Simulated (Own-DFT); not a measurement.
# One host, several defects: zincblende GaAs

No measurement is shown. These are fixed-geometry runs of a retired plane-wave code named Own-DFT, which no person has reviewed; spin and spin-orbit coupling are neglected.

Method: PBE; PseudoDojo norm-conserving scalar-relativistic files; cutoff 42 hartree; 3 x 3 x 3 k mesh centred on Gamma; Fermi-Dirac smearing of 0.1 eV.

Keep in mind (not all hold for every row): not probed for a lower state with spin; forces not confirmed at this smearing and k mesh; stress not checked against mesh or cutoff.

All runs share one cell, with vectors in Å (11.737, 0.000, 0.000); (0.000, 11.737, 0.000); (0.000, 0.000, 10.833) and a volume of 1492.4 Å³, strained against the parent crystal. Atoms were moved at random from their sites; u is the rms move along one axis. The defect's site can differ from row to row.

```
cell,formula,u (Å),P (GPa)
no defect,As32Ga32,0.0309,1.26
no defect,As32Ga32,0.0486,1.54
no defect,As32Ga32,0.0537,1.67
one P on an As site,As31Ga32P,0.0282,1.00
one P on an As site,As31Ga32P,0.0294,1.00
one P on an As site,As31Ga32P,0.0300,0.96
one Al on a Ga site,AlAs32Ga31,0.0302,1.25
one Al on a Ga site,AlAs32Ga31,0.0519,1.55
one Al on a Ga site,AlAs32Ga31,0.0525,1.58
one As vacancy and one Ga vacancy,As31Ga31,0.0284,0.94
one As vacancy and one Ga vacancy,As31Ga31,0.0308,0.95
one As vacancy and one Ga vacancy,As31Ga31,0.0444,0.98
one As vacancy and one Ga vacancy,As31Ga31,0.0523,?
one In on a Ga site,As32Ga31In,0.0472,2.10
one In on a Ga site,As32Ga31In,0.0494,2.14
one In on a Ga site,As32Ga31In,0.0510,2.04
```

## What the rows give

P = P0 + c u² + a shift for each defect gives P0 = 1.16 GPa, c = 160 ± 26 GPa/Å² and a scatter of 0.06 GPa. The shifts, and each times the cell's volume:

- one In on a Ga site: 0.54 ± 0.05 GPa, 5.1 eV
- one Al on a Ga site: -0.04 ± 0.05 GPa, -0.4 eV (not resolved)
- one P on an As site: -0.31 ± 0.06 GPa, -2.9 eV
- one As vacancy and one Ga vacancy: -0.40 ± 0.05 GPa, -3.7 eV

Against the defect-free cell, a freed cell would be larger where the shift is positive and smaller where it is negative (160.2 GPa Å³ is 1 eV). The atoms around the defects weren't relaxed, which would change these numbers.

## Check

Q: what pressure belongs in the blank (one As vacancy and one Ga vacancy, u = 0.0523 Å)?

The fit gives 1.19 ± 0.08 GPa. The run itself gave 1.30 GPa.
